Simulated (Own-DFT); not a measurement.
Simulation results for HfO$_{2}$ (monoclinic hafnia, atoms displaced)

Computed with Own-DFT development build. A calculation, not a measurement: plane-wave density functional theory by an unreviewed code, no spin, of a simulated periodic cell, stress positive in tension, run twice, with PBE and with PBEsol, both on files made for PBE, so the change isn't that of files made for PBEsol, hafnium file: forces about 75 meV/angstrom off all-electron values; oxygen file: force components 24 meV/angstrom off all-electron in one glass; forces on such cells passed a denser k mesh, this cell's mesh not checked; the far tail of each file's local potential was reset to the Coulomb form; each entry is a single point on an unrelaxed cell, so the pressure reflects the starting lattice, mostly measured values (interpolated for alloys), from which strain is counted, and rises with the displacements; printed positions are rounded, which can move forces by about a meV/angstrom; the program, named Own-DFT, is a retired in-house code; no spin-orbit coupling; stress was not checked against mesh or cutoff.

Entry: HfO$_{2}$ (monoclinic hafnia, atoms displaced)

```
cell vectors (Å)
  10.2340     0.0000     0.0000
   0.0000    10.3500     0.0000
  -1.6955     0.0000    10.4453
atoms (fractions of the cell vectors)
Hf  0.13216  0.04339  0.08028
Hf  0.34566  0.27814  0.13324
Hf  0.35108  0.46682  0.38478
Hf  0.12679  0.21977  0.33964
O   0.02554  0.20221  0.16718
O   0.49133  0.42720  0.07310
O   0.48283  0.34371  0.30485
O   0.04031  0.06973  0.42532
O   0.22906  0.38118  0.23358
O   0.28545  0.14729  0.01464
O   0.28737  0.11573  0.28136
O   0.20848  0.36025  0.47617
Hf  0.13992  0.03724  0.61934
Hf  0.36560  0.27016  0.64190
Hf  0.34792  0.48291  0.87533
Hf  0.13964  0.23464  0.87127
O   0.01743  0.16316  0.65388
O   0.45228  0.41303  0.58068
O   0.45301  0.32859  0.82875
O   0.03645  0.07269  0.92088
O   0.23792  0.38414  0.73701
O   0.29655  0.15139  0.50589
O   0.27295  0.12247  0.75109
O   0.24269  0.38538  0.98130
Hf  0.16101  0.52335  0.12634
Hf  0.34343  0.77750  0.15311
Hf  0.35139  0.96966  0.40680
Hf  0.16108  0.74111  0.35516
O   0.03180  0.67234  0.17496
O   0.47231  0.92491  0.08289
O   0.44451  0.82992  0.31495
O   0.05054  0.58616  0.43916
O   0.21722  0.86127  0.25551
O   0.27828  0.62664  0.01534
O   0.26267  0.61259  0.25712
O   0.22069  0.89020  0.48636
Hf  0.14235  0.53467  0.59859
Hf  0.37258  0.75461  0.66343
Hf  0.35524  0.98793  0.88482
Hf  0.14912  0.73089  0.87032
O   0.01887  0.67292  0.67842
O   0.45095  0.92301  0.57147
O   0.46307  0.82018  0.82237
O   0.03375  0.58007  0.91922
O   0.24013  0.87896  0.75173
O   0.28516  0.63208  0.50520
O   0.28800  0.62324  0.75262
O   0.23350  0.87207  0.98100
Hf  0.63836  0.02127  0.09816
Hf  0.85860  0.26320  0.15409
Hf  0.85647  0.47966  0.40511
Hf  0.64601  0.23001  0.37440
O   0.53822  0.16507  0.16698
O   0.97555  0.41780  0.07586
O   0.94350  0.33105  0.30748
O   0.54173  0.07036  0.45019
O   0.74639  0.38254  0.23866
O   0.78966  0.12599  0.03028
O   0.79039  0.11625  0.25414
O   0.73027  0.36922  0.47480
Hf  0.65581  0.99224  0.59484
Hf  0.85205  0.24826  0.66969
Hf  0.85647  0.45405  0.89848
Hf  0.64551  0.24538  0.85779
O   0.54479  0.15133  0.69069
O   0.96041  0.40413  0.57320
O   0.96854  0.31885  0.82403
O   0.55675  0.07693  0.91347
O   0.72626  0.36367  0.74572
O   0.76471  0.14918  0.49011
O   0.77505  0.13068  0.74668
O   0.73460  0.36858  0.98451
Hf  0.62856  0.51057  0.10292
Hf  0.87593  0.77168  0.14835
Hf  0.86384  0.97172  0.40091
Hf  0.63422  0.72284  0.35119
O   0.53167  0.68647  0.18089
O   0.97140  0.89755  0.06710
O   0.96915  0.84776  0.33198
O   0.53691  0.59414  0.42459
O   0.71213  0.87711  0.21978
O   0.77177  0.63299  0.01408
O   0.79030  0.62346  0.26497
O   0.71246  0.86433  0.48406
Hf  0.63010  0.54844  0.60271
Hf  0.86179  0.76826  0.66305
Hf  0.87880  0.98205  0.90424
Hf  0.63994  0.72338  0.87315
O   0.52922  0.67104  0.67257
O   0.96326  0.90966  0.57315
O   0.96406  0.84413  0.83927
O   0.54486  0.60140  0.90145
O   0.75835  0.88957  0.73268
O   0.78995  0.62043  0.51727
O   0.75743  0.62100  0.76279
O   0.70871  0.86624  0.99025
```

Settings of this run: functional PBE, then PBEsol, potential files PseudoDojo norm-conserving, scalar-relativistic, standard set, wave cutoff 72 hartree, occupations Fermi-Dirac, smearing width 0.1 eV and k mesh 2 x 2 x 2 centred on Gamma.

It finds PBE pressure 19.26 GPa; PBE stress xx -17.68 GPa; PBE stress yy -20.06 GPa; PBE stress zz -20.03 GPa; PBE stress yz 0.29 GPa; PBE stress xz -0.85 GPa; PBE stress xy -2.17 GPa; PBEsol pressure 12.73 GPa; PBEsol stress xx -11.2 GPa; PBEsol stress yy -13.58 GPa; PBEsol stress zz -13.4 GPa; PBEsol stress yz 0.35 GPa; PBEsol stress xz -0.49 GPa; PBEsol stress xy -2.13 GPa; rms change of force components from PBE to PBEsol 0.095 eV/Å.

Force:
| force element | PBE force x (eV/Å) | PBE force y (eV/Å) | PBE force z (eV/Å) | PBEsol force x (eV/Å) | PBEsol force y (eV/Å) | PBEsol force z (eV/Å) |
| --- | --- | --- | --- | --- | --- | --- |
| Hf | 0.032 | -4.185 | 7.501 | 0.017 | -4.066 | 7.23 |
| Hf | 8.111 | 0.37 | 5.25 | 7.917 | 0.407 | 5.144 |
| Hf | 2.287 | -0.444 | 3.58 | 2.186 | -0.466 | 3.496 |
| Hf | -0.913 | 0.682 | 5.144 | -0.879 | 0.642 | 5.024 |
| O | 9.015 | -6.454 | -2.831 | 8.807 | -6.279 | -2.679 |
| O | -12.15 | -7.129 | -3.016 | -11.95 | -6.999 | -2.983 |
| O | -3.593 | 1.941 | 0.989 | -3.572 | 1.879 | 0.945 |
| O | 1.244 | 2.44 | -0.543 | 1.213 | 2.38 | -0.477 |
| O | -0.111 | -2.302 | 0.946 | -0.035 | -2.212 | 0.912 |
| O | -2.292 | -3.597 | -2.839 | -2.343 | -3.501 | -2.772 |
| O | -1.773 | 1.76 | -4.654 | -1.817 | 1.743 | -4.506 |
| O | 0.93 | 2.224 | -0.451 | 1.009 | 2.175 | -0.471 |
| Hf | -0.117 | -3.964 | -4.844 | -0.126 | -3.828 | -4.773 |
| Hf | 1.597 | -1.778 | 0.826 | 1.55 | -1.684 | 0.828 |
| Hf | 4.593 | 0.155 | 1.459 | 4.441 | 0.055 | 1.405 |
| Hf | 1.126 | 2.814 | -4.912 | 1.113 | 2.735 | -4.814 |
| O | 1.949 | -0.398 | 2.378 | 1.915 | -0.411 | 2.361 |
| O | 2.281 | 2.766 | -1.825 | 2.17 | 2.691 | -1.822 |
| O | 1.772 | 0.505 | 1.59 | 1.721 | 0.514 | 1.488 |
| O | 3.754 | 4.412 | -2.33 | 3.682 | 4.315 | -2.177 |
| O | -2.801 | -0.637 | -0.444 | -2.629 | -0.607 | -0.389 |
| O | -2.118 | -2.98 | -0.084 | -2.119 | -2.926 | -0.064 |
| O | -0.907 | 1.235 | 2.88 | -0.937 | 1.177 | 2.817 |
| O | -2.487 | -1.861 | 1.414 | -2.373 | -1.847 | 1.391 |
| Hf | -8.207 | 0.386 | -8.585 | -8 | 0.413 | -8.43 |
| Hf | 5.61 | 0.752 | -2.265 | 5.507 | 0.759 | -2.151 |
| Hf | 4.252 | 3.239 | -0.838 | 4.138 | 3.127 | -0.786 |
| Hf | -7.281 | -3.629 | 5.097 | -7.08 | -3.562 | 4.96 |
| O | 3.701 | -2.271 | 0.675 | 3.633 | -2.182 | 0.704 |
| O | -4.105 | -1.295 | -1.442 | -3.985 | -1.25 | -1.443 |
| O | 1.13 | 0.399 | 2.756 | 1.061 | 0.364 | 2.625 |
| O | -1.118 | 0.904 | -2.604 | -1.061 | 0.852 | -2.443 |
| O | 1.077 | 5.393 | -5.386 | 1.146 | 5.186 | -5.208 |
| O | 0.549 | 0.413 | -0.316 | 0.445 | 0.408 | -0.302 |
| O | 3.575 | 1.805 | 3.355 | 3.434 | 1.78 | 3.28 |
| O | -2.846 | -2.305 | 2.115 | -2.71 | -2.237 | 1.993 |
| Hf | -3.296 | -2.435 | 0.049 | -3.223 | -2.329 | -0.034 |
| Hf | -2.256 | 6.194 | -4.577 | -2.193 | 6.075 | -4.403 |
| Hf | 6.136 | -2.074 | 1.527 | 5.955 | -2.118 | 1.475 |
| Hf | -3.63 | -1.984 | -2.876 | -3.539 | -1.97 | -2.807 |
| O | 5.004 | -2.093 | 1.358 | 4.887 | -2.014 | 1.362 |
| O | 1.652 | -2.666 | 3.369 | 1.62 | -2.581 | 3.203 |
| O | -0.194 | 2.866 | 2.764 | -0.213 | 2.75 | 2.638 |
| O | 1.28 | 0.891 | -0.036 | 1.295 | 0.897 | 0.007 |
| O | -2.363 | 0.598 | -1.157 | -2.231 | 0.608 | -1.057 |
| O | 0.588 | -0.325 | -0.147 | 0.495 | -0.341 | -0.145 |
| O | -2.97 | -0.701 | 1.339 | -2.914 | -0.686 | 1.311 |
| O | -1.252 | 2.293 | 2.516 | -1.185 | 2.227 | 2.424 |
| Hf | 0.246 | 0.04 | 1.333 | 0.245 | 0.049 | 1.293 |
| Hf | -6.192 | 3.382 | -3.075 | -6.086 | 3.334 | -2.985 |
| Hf | 3.031 | -0.5 | -1.167 | 2.91 | -0.55 | -1.106 |
| Hf | -3.616 | -0.555 | -7.833 | -3.482 | -0.554 | -7.681 |
| O | -1.54 | 1.568 | 0.122 | -1.49 | 1.52 | 0.126 |
| O | 0.251 | -0.172 | -0.73 | 0.221 | -0.175 | -0.77 |
| O | 5.358 | 0.702 | 6.52 | 5.216 | 0.64 | 6.319 |
| O | -0.551 | 2.177 | -3.725 | -0.528 | 2.088 | -3.566 |
| O | -4.829 | 1.684 | -1.152 | -4.644 | 1.646 | -1.112 |
| O | 0.95 | -1.295 | -4.449 | 0.87 | -1.272 | -4.314 |
| O | -1.057 | -0.777 | 2.073 | -1.065 | -0.723 | 2.004 |
| O | -2.373 | 2.008 | 2.746 | -2.234 | 1.939 | 2.612 |
| Hf | -5.251 | 5.42 | 0.978 | -5.128 | 5.346 | 0.881 |
| Hf | 3.903 | 7.208 | -9.827 | 3.833 | 7.079 | -9.587 |
| Hf | 4.309 | 6.635 | 0.574 | 4.21 | 6.415 | 0.605 |
| Hf | -4.859 | -5.877 | -1.235 | -4.739 | -5.789 | -1.269 |
| O | -1.236 | 1.615 | -1.195 | -1.201 | 1.641 | -1.117 |
| O | 1.623 | 1.285 | 0.947 | 1.567 | 1.315 | 0.839 |
| O | 1.011 | 0.256 | 2.351 | 0.965 | 0.21 | 2.267 |
| O | -2.036 | 0.029 | -0.229 | -1.981 | 0.041 | -0.168 |
| O | -0.486 | 3.204 | -0.756 | -0.399 | 3.049 | -0.626 |
| O | 4.686 | -5.47 | 6.415 | 4.527 | -5.359 | 6.298 |
| O | -2.749 | -7.128 | 5.815 | -2.749 | -6.947 | 5.68 |
| O | -2.291 | 0.298 | 2.742 | -2.175 | 0.298 | 2.655 |
| Hf | 11.82 | 8.265 | 4.064 | 11.68 | 8.146 | 3.964 |
| Hf | -5.915 | -1.363 | 0.939 | -5.789 | -1.312 | 0.934 |
| Hf | -0.303 | 1.232 | -1.879 | -0.222 | 1.153 | -1.822 |
| Hf | 2.355 | 2.3 | -2.717 | 2.289 | 2.2 | -2.7 |
| O | -0.314 | -3.031 | -2.234 | -0.316 | -2.92 | -2.08 |
| O | 3.208 | 4.236 | -0.07 | 3.104 | 4.181 | -0.143 |
| O | 1.186 | -2.057 | -1.376 | 1.134 | -1.993 | -1.367 |
| O | -2.1 | -1.907 | 0.741 | -2 | -1.841 | 0.79 |
| O | 1.302 | -0.736 | 3.042 | 1.313 | -0.716 | 2.933 |
| O | 1.16 | -1.266 | 0.352 | 1.057 | -1.205 | 0.328 |
| O | -1.594 | 0.64 | 0.773 | -1.621 | 0.63 | 0.779 |
| O | 1.363 | -1.382 | -0.709 | 1.369 | -1.302 | -0.663 |
| Hf | 1.896 | -4.835 | -0.764 | 1.858 | -4.624 | -0.78 |
| Hf | 1.817 | -1.958 | -3.235 | 1.792 | -1.87 | -3.154 |
| Hf | -9.475 | -2.091 | -1.141 | -9.218 | -2.141 | -1.093 |
| Hf | 7.371 | 8.705 | -3.14 | 7.271 | 8.488 | -3.113 |
| O | 2.853 | -0.787 | -0.171 | 2.784 | -0.789 | -0.119 |
| O | -0.182 | 0.539 | 1.548 | -0.223 | 0.562 | 1.45 |
| O | 3.733 | -2.815 | -0.469 | 3.619 | -2.738 | -0.483 |
| O | -9.236 | -11.2 | 3.537 | -9.05 | -10.97 | 3.495 |
| O | -3.516 | 1.304 | 3.325 | -3.352 | 1.279 | 3.232 |
| O | -2.209 | 1.529 | 0.896 | -2.237 | 1.466 | 0.886 |
| O | 1.428 | -0.636 | -0.221 | 1.315 | -0.585 | -0.248 |
| O | 2.581 | 1.646 | -0.216 | 2.543 | 1.595 | -0.185 |
